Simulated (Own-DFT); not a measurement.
# Strain and stress in wurtzite AlN, 72 atoms (Al36N36)

Source: density functional calculations with Own-DFT, an unreviewed in-house program that is no longer used. Nothing was measured or relaxed, and spin and spin-orbit coupling are left out.

Settings: PBE; PseudoDojo norm-conserving scalar-relativistic files; cutoff 42 hartree; 4 x 4 x 3 k mesh centred on Gamma; Gaussian smearing of 0.01 eV.

Known weak points: k mesh not checked against a denser one; stress not checked against mesh or cutoff.

Unstrained cell vectors in Å: (9.336, 0.000, 0.000); (-4.668, 8.085, 0.000); (0.000, 0.000, 9.964). The unstrained cell has measured lattice constants (interpolated for alloys), not those of this functional. That, the random moves and any unrelaxed bonds set the pressure at no strain. A uniform strain is put on this cell, atoms riding along. All atoms carry random offsets, Gaussian with a width of 0.05 Å per axis. Strain is the symmetric tensor, in per cent. Stress is positive in tension, and the pressure is minus a third of its trace.

| run | e_xx (%) | e_yy (%) | e_zz (%) | e_yz (%) | e_xz (%) | e_xy (%) | s_xx (GPa) | s_yy (GPa) | s_zz (GPa) | s_yz (GPa) | s_xz (GPa) | s_xy (GPa) | P (GPa) | E (meV/atom) |
|---|---|---|---|---|---|---|---|---|---|---|---|---|---|---|
| 1 | 0.52 | -1.38 | 0.30 | -0.45 | 0.00 | 0.02 | -6.48 | -9.81 | -4.64 | -0.97 | -0.19 | -0.58 | 6.98 | 18.8 |
| 2 | -0.93 | 1.06 | -0.72 | 1.59 | 1.44 | -0.69 | -8.15 | -2.06 | -11.66 | 4.26 | 3.65 | -2.53 | 7.29 | 27.7 |
| 3 | -1.78 | 0.05 | -1.07 | 1.78 | 0.20 | 1.56 | -17.09 | -9.12 | -10.58 | 4.28 | 0.87 | 6.93 | 12.27 | 46.4 |
| 4 | 1.93 | -1.24 | 1.75 | -0.51 | -0.90 | 1.35 | 0.66 | -6.39 | 2.47 | 0.13 | -2.00 | 4.83 | 1.09 | 21.0 |
| 5 | 1.84 | -0.77 | -1.89 | -1.70 | -0.38 | 0.06 | 1.13 | -7.55 | -15.82 | -4.93 | -1.30 | 1.37 | 7.42 | 19.2 |
| 6 | -1.65 | 1.87 | 1.68 | 1.75 | -1.11 | 0.15 | -11.33 | 2.09 | 1.19 | 4.56 | -1.53 | -0.38 | 2.68 | 35.8 |
| 7 | 1.53 | 1.13 | -1.90 | 1.61 | -1.73 | 1.19 | 0.43 | 0.34 | -13.52 | 3.24 | -4.00 | 4.95 | 4.25 | 30.5 |
| 8 | 1.18 | 0.65 | 0.00 | 0.38 | -1.83 | 1.16 | 0.76 | -1.42 | -3.69 | 1.03 | -4.98 | 3.85 | 1.45 | 0.0 |
| 9 | -1.08 | 0.96 | -1.05 | 1.47 | -1.54 | 0.44 | -11.81 | -2.02 | -12.32 | 3.73 | -3.47 | 0.51 | 8.72 | 32.1 |
| 10 | -0.94 | -1.42 | -0.53 | 1.96 | -1.49 | 0.42 | -11.27 | -17.67 | -9.54 | 5.72 | -4.68 | 1.35 | 12.83 | 46.7 |
| 11 | -0.77 | 1.74 | -1.48 | -0.38 | -0.36 | 0.44 | -10.02 | 0.24 | -9.97 | -1.06 | -1.05 | 4.12 | 6.58 | 20.2 |
| 12 | -0.60 | 0.20 | -1.06 | 0.54 | -0.13 | -1.11 | -9.14 | -5.91 | -10.90 | 2.09 | -1.71 | -3.51 | 8.65 | 18.2 |
| 13 | 1.66 | -1.31 | 1.47 | -0.94 | -0.58 | 1.33 | 1.12 | -6.10 | -0.30 | -2.57 | -1.27 | 5.28 | 1.76 | 2.4 |
| 14 | 1.89 | -0.85 | 1.37 | 1.79 | -1.55 | 1.22 | 1.55 | -7.29 | 1.46 | 4.97 | -4.00 | 5.39 | 1.43 | 24.1 |
| 15 | 1.61 | -1.21 | 1.48 | 0.05 | -1.84 | -0.77 | ? | ? | ? | ? | ? | ? | ? | ? |

E is the free energy for each atom above the lowest run shown.

## Worked fit

Least squares on the runs shown: each stress against a constant and the strains, taken as fractions with shears doubled. Shear strains stay in the fit of a normal stress only where such slopes are resolved. The slopes, in GPa:

| stress | at no strain | per e_xx | per e_yy | per e_zz | scatter |
|---|---|---|---|---|---|
| s_xx | -6.6 | 469 ± 29 | 106 ± 35 | 41 ± 28 | 1.27 |
| s_yy | -5.6 | 173 ± 34 | 501 ± 42 | 91 ± 34 | 1.52 |
| s_zz | -6.1 | 49 ± 33 | 57 ± 41 | 461 ± 33 | 1.48 |

The slope of each shear stress on twice its own strain, from a fit on all six strains: yz 129 ± 8, xz 134 ± 10, xy 211 ± 22 GPa. These are stiffnesses along x, y and z of the frame in which the cell vectors are given, with the crystal's c axis along z: C11, C12, C13 and C33. Hexagonal symmetry asks that xx and yy behave alike, which is a second check on the noise. No internal relaxation is included, and where it is allowed it would reduce some of the slopes. Symmetry asks for nearly equal slopes across the diagonal; the mismatch is a measure of noise. A ninth of the table's sum, 216 ± 7 GPa, estimates the bulk modulus near the mean pressure of these runs, 6.0 GPa, so it lies above the value at zero pressure.

## Test on the hidden row

The question: what normal stresses and pressure should run 15 give?

The fitted form gives s_xx = 0.3, s_yy = -7.5, s_zz = 0.8 and P = 2.1 GPa. Computed: 1.69, -8.95, 0.81 and P = 2.15 GPa.
